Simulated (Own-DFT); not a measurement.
# Response to strain: wurtzite GaN, 72 atoms (Ga36N36)

All numbers below are calculated, not measured. The program, named Own-DFT, is a retired in-house plane-wave density functional code that no person has reviewed. Each row is one single-point run on a periodic cell that was not relaxed, without spin or spin-orbit coupling.

Settings of every run: PBE; PseudoDojo norm-conserving scalar-relativistic files (stringent for Ga); cutoff 96 hartree; 4 x 4 x 3 k mesh centred on Gamma; Gaussian smearing of 0.01 eV.

Known limits: forces not confirmed at this smearing and k mesh; stress not checked against mesh or cutoff.

Unstrained cell vectors in Å: (9.567, 0.000, 0.000); (-4.784, 8.285, 0.000); (0.000, 0.000, 10.370). The unstrained cell has measured lattice constants (interpolated for alloys), not those of this functional. That, the random moves and any unrelaxed bonds set the pressure at no strain. Each run strains this cell uniformly, with the atoms carried along. Every atom was also moved at random, by a Gaussian of width 0.05 Å on each axis. Strain is the symmetric tensor, in per cent. Stress is positive in tension, and the pressure is minus a third of its trace.

```
run,e_xx (%),e_yy (%),e_zz (%),s_xx (GPa),s_yy (GPa),s_zz (GPa),P (GPa),E (meV/atom)
1,0.00,0.00,-0.50,-7.22,-6.95,-9.15,7.77,7.7
2,0.00,0.00,-1.25,-8.13,-7.28,-13.31,9.57,22.2
3,0.00,0.00,2.75,-5.29,-5.57,4.78,2.03,1.1
4,0.00,0.00,1.75,-6.30,-3.95,-1.53,3.93,14.2
5,0.00,0.00,0.75,-5.25,-7.25,-4.26,5.59,16.0
6,0.00,0.00,-1.25,-8.90,-7.44,-12.32,9.55,18.6
7,0.00,0.00,0.75,-6.03,-6.47,-4.11,5.54,11.5
8,0.00,0.00,2.75,-4.21,-6.85,3.80,2.42,18.1
9,0.00,0.00,-0.50,-7.18,-6.90,-8.11,7.40,1.5
10,0.00,0.00,1.75,-4.61,-5.30,-0.02,3.31,0.0
11,0.00,0.00,-0.25,?,?,?,?,?
```

E is the free energy for each atom above the lowest run shown.

## Worked fit

The change of volume is close to e_xx + e_yy + e_zz. A straight line through the runs shown gives P = 6.98 - 181 x (fractional change of volume) GPa, with an error of 7 on the slope and a scatter of 0.34 GPa. The strain isn't the same on all axes and the cell isn't cubic, so the slope belongs to this path and is not the bulk modulus.

## Withheld run

Question: what pressure should run 11 give? Its volume changes by -0.25 %.

The line gives 7.4 GPa. The calculation gave 6.94 GPa.
